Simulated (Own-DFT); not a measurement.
SiC (4H silicon carbide, atoms displaced) (calculated)

All values are calculated (Own-DFT development build). A calculation, not a measurement: plane-wave PBE density functional theory by an unreviewed code, no spin, of a simulated periodic cell, stress positive in tension, free energy of the whole cell less one offset for each atom, forces on such cells passed a denser k mesh, this cell's mesh not checked; offsets are fitted by least squares, one for each functional and potential file, so energies compare only between cells with the same atoms and settings and are not formation energies; the far tail of each file's local potential was reset to the Coulomb form; each entry is a single point on an unrelaxed cell, so the pressure reflects the starting lattice, mostly measured values (interpolated for alloys), from which strain is counted, and rises with the displacements; printed positions are rounded, which can move forces by about a meV/angstrom; the program, named Own-DFT, is a retired in-house code; no spin-orbit coupling.

```json
{"formula": "SiC", "kind": "4H silicon carbide, atoms displaced", "structure": {"cell_angstrom": [[6.1654, 0.0, 0.0], [-3.0827, 5.3394, 0.0], [0.0, 0.0, 10.0681]], "atoms_fractional": [["Si", 0.0032, 0.00212, 0.40301], ["Si", 0.16521, 0.33655, 0.15575], ["C", 0.00493, 0.99944, 0.08941], ["C", 0.1661, 0.32863, 0.33947], ["Si", 0.00216, 0.50251, 0.40722], ["Si", 0.16362, 0.83513, 0.15794], ["C", 0.99376, 0.50077, 0.0977], ["C", 0.16468, 0.83605, 0.34628], ["Si", 0.50487, 0.00712, 0.40591], ["Si", 0.6654, 0.31968, 0.15532], ["C", 0.512, 0.0103, 0.10101], ["C", 0.66192, 0.32897, 0.33945], ["Si", 0.50372, 0.49167, 0.4096], ["Si", 0.67, 0.823, 0.15724], ["C", 0.49258, 0.49951, 0.0964], ["C", 0.67016, 0.83689, 0.34226], ["Si", 0.99933, 0.99736, 0.90467], ["Si", 0.83083, 0.66234, 0.65312], ["C", 0.99346, 0.00311, 0.59402], ["C", 0.83254, 0.66878, 0.84192], ["Si", 0.0059, 0.50504, 0.91008], ["Si", 0.83121, 0.16858, 0.65519], ["C", 0.00184, 0.49801, 0.5952], ["C", 0.84125, 0.17221, 0.8418], ["Si", 0.49297, 0.99616, 0.9073], ["Si", 0.32992, 0.67107, 0.65429], ["C", 0.50383, 0.99584, 0.59407], ["C", 0.33196, 0.67242, 0.84297], ["Si", 0.49491, 0.49453, 0.90456], ["Si", 0.3295, 0.16421, 0.65693], ["C", 0.50568, 0.50847, 0.59928], ["C", 0.34709, 0.18024, 0.8482]]}, "settings": {"functional": "PBE", "potential_files": "PseudoDojo norm-conserving, scalar-relativistic, standard set", "wave_cutoff [hartree]": 42.0, "occupations": "Fermi-Dirac", "smearing_width [eV]": 0.1, "hardware": "one NVIDIA H100", "k_mesh": "5 x 5 x 3 centred on Gamma"}, "results": {"free_energy_of_cell_above_offsets [eV]": "-4.615", "pressure [GPa]": 3.83, "stress_xx [GPa]": -1.92, "stress_yy [GPa]": -5.61, "stress_zz [GPa]": -3.95, "stress_yz [GPa]": -0.96, "stress_xz [GPa]": 0.06, "stress_xy [GPa]": -0.08, "force_element": ["Si", "Si", "C", "C", "Si", "Si", "C", "C", "Si", "Si", "C", "C", "Si", "Si", "C", "C", "Si", "Si", "C", "C", "Si", "Si", "C", "C", "Si", "Si", "C", "C", "Si", "Si", "C", "C"], "force_x [eV/angstrom]": [-0.799, 0.091, -0.661, -0.05, 0.116, 0.876, 0.793, 0.731, 0.144, -1.349, -0.432, 0.893, -1.193, -0.572, 1.121, 0.052, 0.048, 0.384, 1.182, 0.382, -0.952, 0.465, -0.617, -0.694, 1.429, 0.781, -1.302, 0.329, 0.206, 0.206, -0.671, -0.939], "force_y [eV/angstrom]": [-0.071, -0.583, 0.128, 0.905, -0.542, 0.241, 0.257, -0.282, -1.217, 2.744, -3.398, 0.686, 1.196, 1.228, -0.596, -0.824, 0.601, 1.115, -0.369, -0.401, -0.475, -0.179, 0.265, -0.352, 1.277, -0.423, 0.973, -0.527, 2.266, 0.402, -1.515, -2.529], "force_z [eV/angstrom]": [0.768, -0.288, 0.726, 1.347, -0.611, 0.02, -0.539, -0.109, -0.19, 0.366, -1.829, 1.36, -0.739, -0.243, -1.0, 0.82, -0.372, 0.949, -0.462, 0.362, -0.765, 0.715, -0.865, 0.825, 0.501, 0.691, -0.419, 0.238, 0.913, 0.185, -1.189, -1.166], "wall_time [s]": 121.3}}
```
